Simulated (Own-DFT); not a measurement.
# Point defects and the pressure they add: zincblende GaAs

Calculated, not measured: single-point runs of Own-DFT, a retired in-house plane-wave DFT program that no person has reviewed, on unrelaxed cells, without spin or spin-orbit coupling.

Settings: PBE; PseudoDojo norm-conserving scalar-relativistic files; cutoff 42 hartree; 3 x 3 x 3 k mesh centred on Gamma; Fermi-Dirac smearing of 0.1 eV.

Limits (not all hold for every row): not probed for a lower state with spin; forces not confirmed at this smearing and k mesh; stress not checked against mesh or cutoff.

All runs share one cell, with vectors in Å (11.737, 0.000, 0.000); (0.000, 11.737, 0.000); (0.000, 0.000, 10.833) and a volume of 1492.4 Å³, strained against the parent crystal. u is the rms random offset of the atoms per axis. The defect's site can differ from row to row.

```
                             cell     formula   u (Å)  P (GPa)
                        no defect    As32Ga32  0.0316     1.26
                        no defect    As32Ga32  0.0505     1.57
                        no defect    As32Ga32  0.0531     1.55
one As vacancy and one Ga vacancy    As31Ga31  0.0287     0.89
one As vacancy and one Ga vacancy    As31Ga31  0.0296        ?
one As vacancy and one Ga vacancy    As31Ga31  0.0515     1.20
one As vacancy and one Ga vacancy    As31Ga31  0.0518     1.16
              one Al on a Ga site  AlAs32Ga31  0.0275     1.22
              one Al on a Ga site  AlAs32Ga31  0.0289     1.24
              one Al on a Ga site  AlAs32Ga31  0.0498     1.46
```

## Working it out

P = P0 + c u² + a shift for each defect gives P0 = 1.13 GPa, c = 157 ± 12 GPa/Å² and a scatter of 0.03 GPa. The shifts, and each times the cell's volume:

- one Al on a Ga site: -0.03 ± 0.03 GPa, -0.3 eV (not resolved)
- one As vacancy and one Ga vacancy: -0.36 ± 0.02 GPa, -3.4 eV

Positive is outwards. The product with the volume (160.2 GPa Å³ to the eV) is nearly free of the cell's size; divided by the bulk modulus at the cell's pressure it gives the volume that the defect adds. The atoms around the defects weren't relaxed, which would change these numbers.

## The run left out

Question: what pressure belongs in the blank (one As vacancy and one Ga vacancy, u = 0.0296 Å)?

The fit gives 0.90 ± 0.04 GPa. The hidden result is 0.94 GPa.
